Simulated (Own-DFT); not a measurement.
AlGa3N4 (wurtzite random alloy, strained, atoms displaced) (calculated)

A calculation, not a measurement: plane-wave PBE density functional theory by an unreviewed code, no spin, of a simulated periodic cell, stress positive in tension, free energy of the whole cell less one offset for each atom, forces on such cells passed a denser k mesh, this cell's mesh not checked; offsets are fitted by least squares, one for each functional and potential file, so energies compare only between cells with the same atoms and settings and are not formation energies; the far tail of each file's local potential was reset to the Coulomb form; each entry is a single point on an unrelaxed cell, so the pressure reflects the starting lattice, mostly measured values, from which strain is counted, and rises with the displacements; printed positions are rounded, which can move forces by about a meV/angstrom; the program is a retired in-house code; no spin-orbit coupling. Program: Own-DFT development build.

Common to all runs: functional PBE; potential files PseudoDojo norm-conserving, scalar-relativistic, standard set with the stringent files for Ga; wave cutoff 96 hartree; occupations Gaussian; smearing width 0.01 eV; k mesh 4 x 4 x 3 centred on Gamma.

(1) AlGa3N4 (wurtzite random alloy, strained, atoms displaced)

```cif
# cell vector a (Å): 9.3428 0.0000 0.0000
# cell vector b (Å): -4.6714 8.0911 0.0000
# cell vector c (Å): 0.0000 0.0000 10.2685
data_AlGa3N4
_symmetry_space_group_name_H-M 'P 1'
_symmetry_Int_Tables_number 1
_cell_length_a 9.3428
_cell_length_b 9.3428
_cell_length_c 10.2685
_cell_angle_alpha 90.000
_cell_angle_beta 90.000
_cell_angle_gamma 120.000
_cell_volume 776.23
loop_
_atom_site_label
_atom_site_type_symbol
_atom_site_fract_x
_atom_site_fract_y
_atom_site_fract_z
_atom_site_occupancy
Ga1 Ga 0.10105 0.21734 0.99524 1
Ga2 Ga 0.22595 0.11186 0.25359 1
N1 N 0.10910 0.22139 0.18362 1
N2 N 0.22011 0.11912 0.43352 1
Ga3 Ga 0.11269 0.21676 0.49024 1
Ga4 Ga 0.22282 0.11851 0.74266 1
N3 N 0.10821 0.22472 0.68615 1
N4 N 0.21365 0.10736 0.94012 1
Al1 Al 0.10519 0.55465 0.99360 1
Al2 Al 0.22339 0.43823 0.25770 1
N5 N 0.11619 0.56117 0.18020 1
N6 N 0.22581 0.44802 0.44566 1
Ga5 Ga 0.10994 0.55289 0.49494 1
Al3 Al 0.21870 0.43980 0.75405 1
N7 N 0.11290 0.56691 0.69550 1
N8 N 0.21490 0.43018 0.94222 1
Al4 Al 0.09644 0.88228 0.99210 1
Ga6 Ga 0.22335 0.77299 0.24470 1
N9 N 0.11871 0.88821 0.19467 1
N10 N 0.21816 0.77783 0.43683 1
Ga7 Ga 0.10602 0.88714 0.49602 1
Ga8 Ga 0.23552 0.78326 0.74906 1
N11 N 0.12182 0.89577 0.68428 1
N12 N 0.22428 0.77850 0.93433 1
Al5 Al 0.45137 0.22421 0.99503 1
Al6 Al 0.56188 0.11735 0.25170 1
N13 N 0.43375 0.22416 0.18574 1
N14 N 0.56067 0.11520 0.44391 1
Ga9 Ga 0.44166 0.21925 0.50147 1
Al7 Al 0.55383 0.11677 0.74507 1
N15 N 0.45173 0.21567 0.68521 1
N16 N 0.56190 0.11367 0.94736 1
Ga10 Ga 0.44632 0.56363 0.99605 1
Ga11 Ga 0.55877 0.43298 0.25240 1
N17 N 0.44926 0.54863 0.18666 1
N18 N 0.54878 0.44457 0.43407 1
Al8 Al 0.43730 0.55536 0.49739 1
Ga12 Ga 0.55743 0.44192 0.74597 1
N19 N 0.45064 0.55256 0.69657 1
N20 N 0.54602 0.44254 0.94775 1
Ga13 Ga 0.44581 0.88610 0.99544 1
Al9 Al 0.56049 0.77624 0.24977 1
N21 N 0.44261 0.88731 0.18326 1
N22 N 0.55234 0.77799 0.43289 1
Ga14 Ga 0.44073 0.89229 0.50195 1
Ga15 Ga 0.55844 0.78082 0.75605 1
N23 N 0.43957 0.88517 0.69412 1
N24 N 0.55356 0.77275 0.93764 1
Ga16 Ga 0.78457 0.22253 0.99501 1
Ga17 Ga 0.88460 0.10461 0.24716 1
N25 N 0.77743 0.22862 0.19384 1
N26 N 0.89071 0.11282 0.44301 1
Ga18 Ga 0.78479 0.23179 0.49912 1
Ga19 Ga 0.87760 0.10635 0.74986 1
N27 N 0.78231 0.22354 0.69382 1
N28 N 0.89756 0.11781 0.94523 1
Ga20 Ga 0.78535 0.55656 0.00610 1
Ga21 Ga 0.88290 0.44596 0.24093 1
N29 N 0.76955 0.54675 0.18915 1
N30 N 0.89035 0.44119 0.43744 1
Ga22 Ga 0.78389 0.56516 0.49499 1
Ga23 Ga 0.89988 0.44959 0.74899 1
N31 N 0.78038 0.55268 0.69402 1
N32 N 0.89413 0.43930 0.93744 1
Ga24 Ga 0.78074 0.88680 0.99897 1
Ga25 Ga 0.89326 0.77116 0.24569 1
N33 N 0.77893 0.89302 0.19009 1
N34 N 0.88332 0.77954 0.42704 1
Ga26 Ga 0.77331 0.89485 0.50000 1
Ga27 Ga 0.89324 0.77977 0.75077 1
N35 N 0.78543 0.89356 0.70141 1
N36 N 0.89388 0.77795 0.94374 1
```

| Item | Value |
| --- | --- |
| free energy of cell above offsets | -6.254 eV |
| pressure | 15.37 GPa |
| stress xx | -18.55 GPa |
| stress yy | -19.38 GPa |
| stress zz | -8.17 GPa |
| stress yz | -0.01 GPa |
| stress xz | 0.13 GPa |
| stress xy | -0.6 GPa |

Force:
```csv
element,x (eV/Å),y (eV/Å),z (eV/Å)
Ga,3.724,0.91,2.135
Ga,-1.375,-0.467,-1.724
N,-0.102,0.496,1.755
N,2.568,-1.954,0.785
Ga,-2.093,1.644,2.428
Ga,0.191,-0.441,1.597
N,-0.217,0.549,-0.349
N,1.985,-0.557,-0.706
Al,2.36,0.354,0.68
Al,-0.08,0.775,-2.089
N,0.266,-2.319,0.197
N,-0.071,-0.642,-1.813
Ga,-0.304,0.961,1.493
Al,0.16,0.683,-0.024
N,2.583,-1.637,-1.656
N,-0.997,3.44,-1.817
Al,4.446,2.553,1.872
Ga,0.499,0.68,0.676
N,-1.515,-0.033,-2.297
N,0.48,-0.012,-0.132
Ga,-0.037,0.4,0.097
Ga,-3.244,-0.634,1.092
N,-0.93,-0.639,-0.062
N,-1.457,-0.586,0.942
Al,-1.948,-0.779,1.163
Al,-1.329,-1.265,-0.589
N,3.413,-1.37,-0.879
N,-0.358,-0.248,-1.656
Ga,-0.004,0.823,-0.709
Al,2.613,-1.454,1.778
N,-2.006,1.095,0.141
N,-1.007,0.088,-2.522
Ga,-0.767,-2.877,1.734
Ga,-2.361,0.788,-0.369
N,-1.498,1.314,1.244
N,0.305,0.421,1.854
Al,1.874,0.791,1.066
Ga,0.438,-0.284,1.724
N,-2.473,0.369,-2.027
N,2.49,-0.219,-1.666
Ga,-0.787,0.542,1.099
Al,-1.115,-0.639,-0.852
N,1.934,1.074,1.334
N,-0.212,-0.544,0.785
Ga,0.418,-0.612,-0.164
Ga,0.139,-0.824,-1.106
N,3.162,2.956,-1.414
N,0.648,2.089,0.021
Ga,-0.89,-0.153,1.684
Ga,0.227,2.113,0.746
N,0.047,-1.705,-0.937
N,-0.605,0.08,-1.059
Ga,0.077,-1.525,1.109
Ga,2.052,1.742,1.144
N,-2.199,0.045,-0.867
N,-2.902,-3.346,-2.219
Ga,-1.263,-1.374,-1.455
Ga,2.847,0.391,1.407
N,0.463,1.723,-0.503
N,-0.924,1.823,-0.927
Ga,-0.551,-1.475,0.946
Ga,-1.143,-0.781,0.575
N,-0.089,0.902,-1.32
N,-1.095,1.277,0.097
Ga,-0.846,0.61,0.69
Ga,-0.759,1.082,-0.516
N,0.088,-2.334,-0.77
N,0.041,0.551,1.798
Ga,0.478,-1.009,0.528
Ga,1.057,-0.347,0.04
N,-0.808,-1.687,-2.105
N,-1.715,-1.36,-1.152
```

(2) AlGa3N4 (wurtzite random alloy, strained, atoms displaced)

```cif
# cell vector a (Å): 9.3428 0.0000 0.0000
# cell vector b (Å): -4.6714 8.0911 0.0000
# cell vector c (Å): 0.0000 0.0000 10.2685
data_AlGa3N4
_symmetry_space_group_name_H-M 'P 1'
_symmetry_Int_Tables_number 1
_cell_length_a 9.3428
_cell_length_b 9.3428
_cell_length_c 10.2685
_cell_angle_alpha 90.000
_cell_angle_beta 90.000
_cell_angle_gamma 120.000
_cell_volume 776.23
loop_
_atom_site_label
_atom_site_type_symbol
_atom_site_fract_x
_atom_site_fract_y
_atom_site_fract_z
_atom_site_occupancy
Ga1 Ga 0.10977 0.22486 0.00192 1
Ga2 Ga 0.21891 0.10088 0.24178 1
N1 N 0.11248 0.22058 0.19442 1
N2 N 0.22946 0.11729 0.44042 1
Al1 Al 0.10889 0.21403 0.49867 1
Ga3 Ga 0.22327 0.11075 0.75028 1
N3 N 0.10853 0.22194 0.68242 1
N4 N 0.22477 0.11574 0.94362 1
Ga4 Ga 0.12608 0.56018 0.99358 1
Al2 Al 0.22401 0.44865 0.25141 1
N5 N 0.11083 0.56499 0.19906 1
N6 N 0.22840 0.44132 0.43503 1
Ga5 Ga 0.10138 0.54181 0.50755 1
Ga6 Ga 0.22330 0.44984 0.74738 1
N7 N 0.10109 0.54262 0.68860 1
N8 N 0.22274 0.43838 0.93640 1
Al3 Al 0.10842 0.88304 0.99313 1
Ga7 Ga 0.21253 0.76825 0.25250 1
N9 N 0.10807 0.89441 0.18707 1
N10 N 0.22031 0.77603 0.43736 1
Ga8 Ga 0.10952 0.87576 0.49084 1
Ga9 Ga 0.22213 0.77607 0.74617 1
N11 N 0.10279 0.88266 0.68597 1
N12 N 0.21653 0.78143 0.94455 1
Ga10 Ga 0.44861 0.22140 0.99671 1
Ga11 Ga 0.55829 0.10651 0.25400 1
N13 N 0.45236 0.22195 0.19312 1
N14 N 0.55668 0.12478 0.44234 1
Ga12 Ga 0.45414 0.22708 0.50065 1
Ga13 Ga 0.55534 0.10578 0.75471 1
N15 N 0.44276 0.21555 0.69416 1
N16 N 0.56444 0.11541 0.94560 1
Ga14 Ga 0.44807 0.55220 0.99620 1
Ga15 Ga 0.56062 0.45235 0.25313 1
N17 N 0.45189 0.55722 0.18496 1
N18 N 0.55631 0.43762 0.44133 1
Ga16 Ga 0.44658 0.56696 0.49940 1
Ga17 Ga 0.55329 0.44881 0.75254 1
N19 N 0.44194 0.55824 0.69616 1
N20 N 0.55143 0.43608 0.93825 1
Ga18 Ga 0.45241 0.89429 0.99265 1
Ga19 Ga 0.55791 0.78553 0.25240 1
N21 N 0.45073 0.88770 0.19107 1
N22 N 0.56888 0.78437 0.43833 1
Ga20 Ga 0.45190 0.89259 0.50149 1
Ga21 Ga 0.55319 0.77609 0.74608 1
N23 N 0.44723 0.88673 0.68973 1
N24 N 0.54996 0.77537 0.94202 1
Al4 Al 0.78054 0.22084 0.99552 1
Ga22 Ga 0.89176 0.11279 0.24547 1
N25 N 0.77284 0.22936 0.18390 1
N26 N 0.89162 0.10180 0.44422 1
Ga23 Ga 0.76572 0.22108 0.50430 1
Ga24 Ga 0.88729 0.10728 0.75616 1
N27 N 0.78253 0.22064 0.68841 1
N28 N 0.87890 0.11275 0.94015 1
Al5 Al 0.77971 0.56291 0.00607 1
Al6 Al 0.88002 0.44283 0.25380 1
N29 N 0.78358 0.55575 0.18178 1
N30 N 0.88402 0.44319 0.44495 1
Ga25 Ga 0.77601 0.55146 0.50350 1
Ga26 Ga 0.88806 0.45110 0.74956 1
N31 N 0.77096 0.55352 0.69159 1
N32 N 0.90028 0.44581 0.92599 1
Al7 Al 0.78419 0.88796 0.99930 1
Al8 Al 0.89040 0.78596 0.25015 1
N33 N 0.77828 0.88103 0.19029 1
N34 N 0.87826 0.77320 0.44329 1
Ga27 Ga 0.78092 0.89390 0.50259 1
Al9 Al 0.89464 0.78054 0.75582 1
N35 N 0.78269 0.88545 0.68826 1
N36 N 0.89038 0.78921 0.94272 1
```

| Quantity | Value |
| --- | --- |
| free energy of cell above offsets | -7.402 eV |
| pressure | 14.94 GPa |
| stress xx | -18.61 GPa |
| stress yy | -17.16 GPa |
| stress zz | -9.05 GPa |
| stress yz | -0.16 GPa |
| stress xz | 0.21 GPa |
| stress xy | 1.65 GPa |

Force:
```csv
element,x (eV/Å),y (eV/Å),z (eV/Å)
Ga,0.009,-0.953,0.542
Ga,1.111,3.225,2.123
N,-0.284,1.878,-0.995
N,-0.528,-1.371,-0.399
Al,0.638,0.712,-0.064
Ga,-0.899,-0.116,-0.089
N,0.453,0.088,0.478
N,-0.299,-1.867,-0.6
Ga,-1.666,-0.689,1.497
Al,0.431,-0.155,-0.29
N,0.509,-4.88,-1.904
N,-1.216,-0.397,0.264
Ga,1.179,0.786,-1.759
Ga,0.056,-2.176,0.473
N,0.569,2.309,0.018
N,0.24,0.971,-0.204
Al,-0.872,2.178,1.796
Ga,0.589,3.871,0.012
N,0.095,-3.308,-1.439
N,2.236,-1.199,0.624
Ga,-2.191,2.525,1.284
Ga,-0.712,-0.2,0.418
N,0.753,-0.015,0.402
N,1.751,0.153,-1.583
Ga,-0.337,-0.448,1.967
Ga,-0.904,0.472,-0.321
N,-0.954,0.218,-0.886
N,1.813,-3.426,-1.279
Ga,-3.365,-0.63,1.556
Ga,0.365,1.282,0.014
N,0.395,0.982,-0.512
N,0.034,-0.105,-1.386
Ga,-0.467,0.086,0.903
Ga,0.388,-1.39,-0.134
N,-1.961,-0.068,0.689
N,-1.01,2.573,-0.349
Ga,1.035,-1.714,0.404
Ga,0.408,-1.405,-0.061
N,0.34,-0.303,-1.858
N,1.619,2.232,0.148
Ga,-1.153,-0.516,2.072
Ga,1.194,-1.55,-0.41
N,-2.131,0.157,-0.815
N,-1.964,-0.226,0.065
Ga,-0.947,0.1,-0.601
Ga,1.616,0.777,1.519
N,-0.961,0.032,-0.44
N,2.244,0.387,-1.021
Al,-1.018,2.242,1.1
Ga,-1,-0.273,1.102
N,1.932,0.103,-0.137
N,-1.202,3.035,-1.681
Ga,3.007,-0.08,0.306
Ga,0.447,0.385,-1.18
N,-1.166,-0.026,0.473
N,1.985,-1.614,0.693
Al,0.736,-1.195,-1.929
Al,1.1,0.316,-0.147
N,-0.15,1.286,1.427
N,0.583,-0.405,-2.012
Ga,-0.925,0.922,0.442
Ga,-0.584,-1.666,-0.483
N,0.364,1.667,0.195
N,-1.578,0.019,3.585
Al,-2.82,0.936,1.042
Al,0.956,-1.592,0.821
N,-0.455,1.317,-1.592
N,1.521,-0.13,-2.154
Ga,0.989,-0.917,1.027
Al,-1.079,-0.801,-0.811
N,-0.262,-0.396,1.233
N,1.369,-2.019,-1.192
```

(3) AlGa3N4 (wurtzite random alloy, strained, atoms displaced)

```cif
# cell vector a (Å): 9.3428 0.0000 0.0000
# cell vector b (Å): -4.6714 8.0911 0.0000
# cell vector c (Å): 0.0000 0.0000 10.2685
data_AlGa3N4
_symmetry_space_group_name_H-M 'P 1'
_symmetry_Int_Tables_number 1
_cell_length_a 9.3428
_cell_length_b 9.3428
_cell_length_c 10.2685
_cell_angle_alpha 90.000
_cell_angle_beta 90.000
_cell_angle_gamma 120.000
_cell_volume 776.23
loop_
_atom_site_label
_atom_site_type_symbol
_atom_site_fract_x
_atom_site_fract_y
_atom_site_fract_z
_atom_site_occupancy
Ga1 Ga 0.11341 0.21249 0.99507 1
Ga2 Ga 0.22638 0.11656 0.24133 1
N1 N 0.10830 0.22289 0.18632 1
N2 N 0.22410 0.11592 0.44401 1
Ga3 Ga 0.09876 0.21223 0.50614 1
Ga4 Ga 0.22291 0.10229 0.75450 1
N3 N 0.10376 0.22782 0.68907 1
N4 N 0.22280 0.12278 0.94622 1
Al1 Al 0.11555 0.55801 0.99969 1
Ga5 Ga 0.22240 0.44136 0.25692 1
N5 N 0.10348 0.54768 0.18757 1
N6 N 0.21693 0.43733 0.44246 1
Al2 Al 0.10538 0.55408 0.50157 1
Ga6 Ga 0.21738 0.43846 0.74291 1
N7 N 0.10837 0.56005 0.69691 1
N8 N 0.22872 0.44320 0.93670 1
Ga7 Ga 0.10915 0.88476 0.00558 1
Ga8 Ga 0.21190 0.76113 0.24733 1
N9 N 0.12148 0.89637 0.18668 1
N10 N 0.21992 0.77591 0.44456 1
Ga9 Ga 0.11305 0.88774 0.50865 1
Ga10 Ga 0.22224 0.77583 0.75110 1
N11 N 0.11749 0.89639 0.68327 1
N12 N 0.22617 0.76695 0.93500 1
Al3 Al 0.43659 0.21661 0.00569 1
Al4 Al 0.57387 0.12184 0.26048 1
N13 N 0.45637 0.23426 0.19183 1
N14 N 0.55974 0.11633 0.43774 1
Ga11 Ga 0.44905 0.21558 0.49934 1
Ga12 Ga 0.53984 0.10256 0.74683 1
N15 N 0.44633 0.22129 0.68714 1
N16 N 0.54219 0.10418 0.94553 1
Ga13 Ga 0.43846 0.55607 0.99669 1
Ga14 Ga 0.56438 0.44687 0.24173 1
N17 N 0.45472 0.55892 0.18464 1
N18 N 0.55632 0.44854 0.43743 1
Ga15 Ga 0.44217 0.56434 0.50784 1
Ga16 Ga 0.54457 0.44132 0.74010 1
N19 N 0.44651 0.55716 0.69656 1
N20 N 0.56224 0.44661 0.94216 1
Al5 Al 0.44586 0.89549 0.99355 1
Ga17 Ga 0.54967 0.77247 0.26072 1
N21 N 0.44046 0.88673 0.19311 1
N22 N 0.55005 0.78324 0.44284 1
Ga18 Ga 0.43936 0.88428 0.50699 1
Al6 Al 0.54365 0.76872 0.74992 1
N23 N 0.45006 0.89381 0.69473 1
N24 N 0.54447 0.78337 0.93957 1
Ga19 Ga 0.77393 0.22390 0.00286 1
Al7 Al 0.88124 0.10390 0.24762 1
N25 N 0.78844 0.23221 0.18694 1
N26 N 0.88945 0.11356 0.43998 1
Ga20 Ga 0.78394 0.22093 0.50543 1
Ga21 Ga 0.88776 0.10745 0.74990 1
N27 N 0.77729 0.21779 0.68542 1
N28 N 0.87871 0.10367 0.93863 1
Ga22 Ga 0.78234 0.56866 0.99342 1
Ga23 Ga 0.88154 0.43891 0.25184 1
N29 N 0.77672 0.55641 0.18891 1
N30 N 0.88528 0.44668 0.44305 1
Ga24 Ga 0.77520 0.55481 0.49727 1
Al8 Al 0.89678 0.44365 0.74652 1
N31 N 0.78185 0.55400 0.68780 1
N32 N 0.88604 0.44153 0.93797 1
Al9 Al 0.77710 0.88359 0.99301 1
Ga25 Ga 0.88316 0.78068 0.25019 1
N33 N 0.77390 0.89020 0.18946 1
N34 N 0.88374 0.76771 0.44429 1
Ga26 Ga 0.76938 0.88062 0.50033 1
Ga27 Ga 0.90138 0.78239 0.75492 1
N35 N 0.77576 0.89537 0.68031 1
N36 N 0.88675 0.77279 0.93965 1
```

| Quantity | Value |
| --- | --- |
| free energy of cell above offsets | -6.277 eV |
| pressure | 15.25 GPa |
| stress xx | -15.89 GPa |
| stress yy | -19.89 GPa |
| stress zz | -9.96 GPa |
| stress yz | -1.48 GPa |
| stress xz | 0.4 GPa |
| stress xy | 1.08 GPa |

Force:
```csv
element,x (eV/Å),y (eV/Å),z (eV/Å)
Ga,-5.453,3.13,1.9
Ga,0.318,0.5,2.139
N,-0.644,-0.822,0.197
N,0.035,-1.02,-0.927
Ga,1.749,0.754,-0.721
Ga,-0.914,2.655,0.071
N,1.972,-2.036,0.252
N,4.558,-3.786,-2.301
Al,-0.134,-2.206,-0.027
Ga,0.511,0.241,-1.011
N,0.578,-0.347,-1.008
N,-0.982,1.402,0.888
Al,0.302,-0.124,0.149
Ga,-0.174,1.612,2.03
N,0.923,-0.844,-2.616
N,-2.752,-0.698,-0.493
Ga,1.011,0.2,-0.736
Ga,0.498,2.344,1.018
N,-0.999,-1.469,0.633
N,0.054,-1.222,-0.395
Ga,-0.937,0.528,-3.302
Ga,0.065,0.654,0.187
N,0.276,-1.234,2.687
N,-1.251,1.63,1.027
Al,1.434,2,0.133
Al,-1.805,-1.514,-2.066
N,0.712,-3.109,-1.089
N,1.387,-1.363,0.119
Ga,-2.025,1.837,-0.372
Ga,2.491,2.669,2.026
N,-1.413,-0.253,-0.129
N,-0.286,1.609,-1.08
Ga,1.871,0.564,0.74
Ga,-1.795,0.772,1.948
N,-1.65,-0.366,0.721
N,-0.958,-0.395,0.244
Ga,0.879,-1.86,-1.108
Ga,3.385,0.113,2.365
N,-1.864,0.737,-1.433
N,-1.542,-1.399,-0.927
Al,-0.355,-1.519,2.571
Ga,-0.422,0.42,-2.023
N,0.336,1.383,-0.766
N,0.684,-0.815,0.148
Ga,-0.715,1.575,-0.574
Al,1.401,2.244,1.252
N,-0.147,-2.871,-1.073
N,2.681,-0.143,-1.38
Ga,-0.112,-0.31,-0.827
Al,0.949,1.514,0.432
N,-0.358,-3.132,0.881
N,-0.442,-1.8,-2.292
Ga,-1.151,0.479,-0.53
Ga,-1.224,0.158,0.752
N,-0.853,1.09,1.753
N,0.929,-0.269,0.197
Ga,0.69,-4.526,1.658
Ga,0.263,1.948,0.709
N,1.79,1.453,-1.016
N,1.819,-0.441,-0.592
Ga,-0.44,-0.986,1.385
Al,-2.456,-1.166,1.147
N,0.081,0.082,0.665
N,1.203,1.215,-0.826
Al,-1.975,0.313,1.098
Ga,1.348,-0.14,0.719
N,-0.069,0.133,-1.227
N,0.078,2.69,-1.366
Ga,1.086,0.991,-0.476
Ga,-1.954,-1.106,-1.687
N,0.09,-2.39,2.311
N,-0.189,4.043,-0.755
```

(4) AlGa3N4 (wurtzite random alloy, strained, atoms displaced)

```cif
# cell vector a (Å): 9.3428 0.0000 0.0000
# cell vector b (Å): -4.6714 8.0911 0.0000
# cell vector c (Å): 0.0000 0.0000 10.2685
data_AlGa3N4
_symmetry_space_group_name_H-M 'P 1'
_symmetry_Int_Tables_number 1
_cell_length_a 9.3428
_cell_length_b 9.3428
_cell_length_c 10.2685
_cell_angle_alpha 90.000
_cell_angle_beta 90.000
_cell_angle_gamma 120.000
_cell_volume 776.23
loop_
_atom_site_label
_atom_site_type_symbol
_atom_site_fract_x
_atom_site_fract_y
_atom_site_fract_z
_atom_site_occupancy
Ga1 Ga 0.10593 0.21274 0.00143 1
Al1 Al 0.22442 0.11844 0.24495 1
N1 N 0.10779 0.22206 0.18127 1
N2 N 0.23330 0.12268 0.44185 1
Al2 Al 0.10690 0.22219 0.50260 1
Ga2 Ga 0.22739 0.11912 0.75169 1
N3 N 0.10802 0.22039 0.68809 1
N4 N 0.22246 0.11016 0.93857 1
Ga3 Ga 0.11104 0.55505 0.00260 1
Al3 Al 0.20984 0.43665 0.25051 1
N5 N 0.10261 0.55648 0.18691 1
N6 N 0.21428 0.44633 0.43806 1
Al4 Al 0.11502 0.55865 0.50443 1
Ga4 Ga 0.21550 0.43692 0.74396 1
N7 N 0.11114 0.55225 0.69201 1
N8 N 0.21693 0.44577 0.93647 1
Ga5 Ga 0.11106 0.89243 0.00278 1
Ga6 Ga 0.22566 0.77816 0.26159 1
N9 N 0.11603 0.89031 0.19039 1
N10 N 0.22764 0.77647 0.43980 1
Al5 Al 0.10828 0.88926 0.50561 1
Ga7 Ga 0.21990 0.78025 0.75847 1
N11 N 0.10373 0.89089 0.69587 1
N12 N 0.21686 0.77537 0.93962 1
Ga8 Ga 0.44183 0.21648 0.99069 1
Ga9 Ga 0.53975 0.11059 0.25230 1
N13 N 0.42765 0.21162 0.19061 1
N14 N 0.55095 0.10531 0.43502 1
Ga10 Ga 0.43952 0.22299 0.50113 1
Al6 Al 0.55162 0.10516 0.74320 1
N15 N 0.44709 0.22200 0.69514 1
N16 N 0.55130 0.11521 0.93545 1
Ga11 Ga 0.44931 0.55770 0.00443 1
Ga12 Ga 0.54966 0.43142 0.25270 1
N17 N 0.43991 0.55184 0.18672 1
N18 N 0.56475 0.44685 0.43169 1
Ga13 Ga 0.44096 0.55311 0.49750 1
Al7 Al 0.54604 0.43741 0.75171 1
N19 N 0.43609 0.54834 0.69226 1
N20 N 0.56568 0.44899 0.93669 1
Ga14 Ga 0.44103 0.88416 0.00530 1
Ga15 Ga 0.55402 0.77164 0.25353 1
N21 N 0.43604 0.88841 0.18873 1
N22 N 0.55042 0.77832 0.43465 1
Ga16 Ga 0.43576 0.88480 0.50293 1
Ga17 Ga 0.55255 0.77636 0.75103 1
N23 N 0.44213 0.89213 0.69273 1
N24 N 0.54641 0.77689 0.93612 1
Ga18 Ga 0.77447 0.22574 0.99764 1
Ga19 Ga 0.88636 0.11812 0.25475 1
N25 N 0.78746 0.22144 0.18664 1
N26 N 0.89080 0.10581 0.44188 1
Ga20 Ga 0.77642 0.21945 0.49854 1
Ga21 Ga 0.88737 0.10914 0.75118 1
N27 N 0.78113 0.22786 0.69801 1
N28 N 0.88439 0.11183 0.93289 1
Ga22 Ga 0.77790 0.55960 0.99625 1
Ga23 Ga 0.89092 0.44640 0.24313 1
N29 N 0.77941 0.54955 0.18388 1
N30 N 0.88086 0.44006 0.44136 1
Ga24 Ga 0.77458 0.54952 0.49492 1
Ga25 Ga 0.88102 0.43429 0.75027 1
N31 N 0.77355 0.55491 0.69485 1
N32 N 0.89851 0.44345 0.93599 1
Ga26 Ga 0.78267 0.89424 0.99822 1
Al8 Al 0.88821 0.77926 0.24860 1
N33 N 0.76845 0.88477 0.18926 1
N34 N 0.89115 0.78026 0.43601 1
Ga27 Ga 0.79151 0.88977 0.50351 1
Al9 Al 0.89245 0.78725 0.74440 1
N35 N 0.77219 0.89124 0.69311 1
N36 N 0.88699 0.77553 0.93546 1
```

| Item | Value |
| --- | --- |
| free energy of cell above offsets | -8.205 eV |
| pressure | 14.56 GPa |
| stress xx | -17.21 GPa |
| stress yy | -15.94 GPa |
| stress zz | -10.53 GPa |
| stress yz | -0.31 GPa |
| stress xz | -0.01 GPa |
| stress xy | -0.6 GPa |

Force:
```csv
element,x (eV/Å),y (eV/Å),z (eV/Å)
Ga,-0.767,1.805,-1.353
Al,-2.007,-1.966,1.385
N,0.716,-0.018,2.377
N,-3.339,-2.304,-1.233
Al,0.833,0.425,-0.185
Ga,-0.579,-0.932,0.051
N,0.243,-0.838,-1.45
N,-0.607,0.095,-0.452
Ga,0.235,0.204,-0.252
Al,0.388,1.295,-0.655
N,2.906,0.349,0.966
N,0.29,-1.305,-0.543
Al,-1.38,-0.55,0.322
Ga,-0.269,0.968,2.044
N,-1.028,1.069,-1.74
N,1.76,-0.992,0.114
Ga,0.177,-1.2,0.102
Ga,-0.948,-0.553,-2.057
N,-1.669,0.562,0.945
N,-3.222,-0.755,1.765
Al,0.82,0.413,-0.486
Ga,-0.076,-0.927,-0.739
N,1.052,0.453,-2.121
N,0.144,0.715,0.627
Ga,-0.531,1.803,1.611
Ga,2.5,-0.456,-0.646
N,1.167,1.549,-1.693
N,-0.12,0.696,1.23
Ga,2.404,0.923,0.899
Al,0.613,1.393,1.572
N,0.366,0.171,-0.98
N,1.64,-1.626,-1.122
Ga,-0.822,-0.789,-1.204
Ga,-0.027,1.48,-1.846
N,-0.676,-1.085,1.434
N,-2.189,-0.772,1.248
Ga,0.39,0.326,0.374
Al,1.071,1.667,0.173
N,1.512,0.271,-1.109
N,-2.044,-1.327,-0.775
Ga,-0.731,0.848,-0.546
Ga,-1.152,0.371,-0.755
N,1.441,-0.029,0.367
N,1.159,-0.043,1.735
Ga,1.98,0.857,0.613
Ga,-0.547,-0.68,0.115
N,0.029,-0.367,-0.772
N,1.51,0.221,0.418
Ga,0.346,-0.391,0.268
Ga,1.598,-2.18,-0.074
N,-3.41,0.437,-0.365
N,0.118,1.3,-0.042
Ga,-0.279,-0.249,0.846
Ga,-0.305,0.636,-0.057
N,-1.114,-3.743,-2.371
N,0.466,-0.094,1.021
Ga,1.848,-0.615,0.301
Ga,-0.688,-1.125,1.524
N,-1.793,1.533,0.715
N,2.564,0.689,-0.767
Ga,0.395,1.367,2.114
Ga,0.085,3.508,0.772
N,-0.813,0.731,-0.883
N,-1.999,0.268,0.245
Ga,-1.017,-0.948,0.327
Al,0.201,-0.289,-0.55
N,2.021,0.591,-0.072
N,1.727,-0.394,-0.575
Ga,-2.82,-0.716,0.243
Al,-1.224,-2.298,1.547
N,1.437,-0.879,-1.001
N,0.041,1.44,-0.937
```
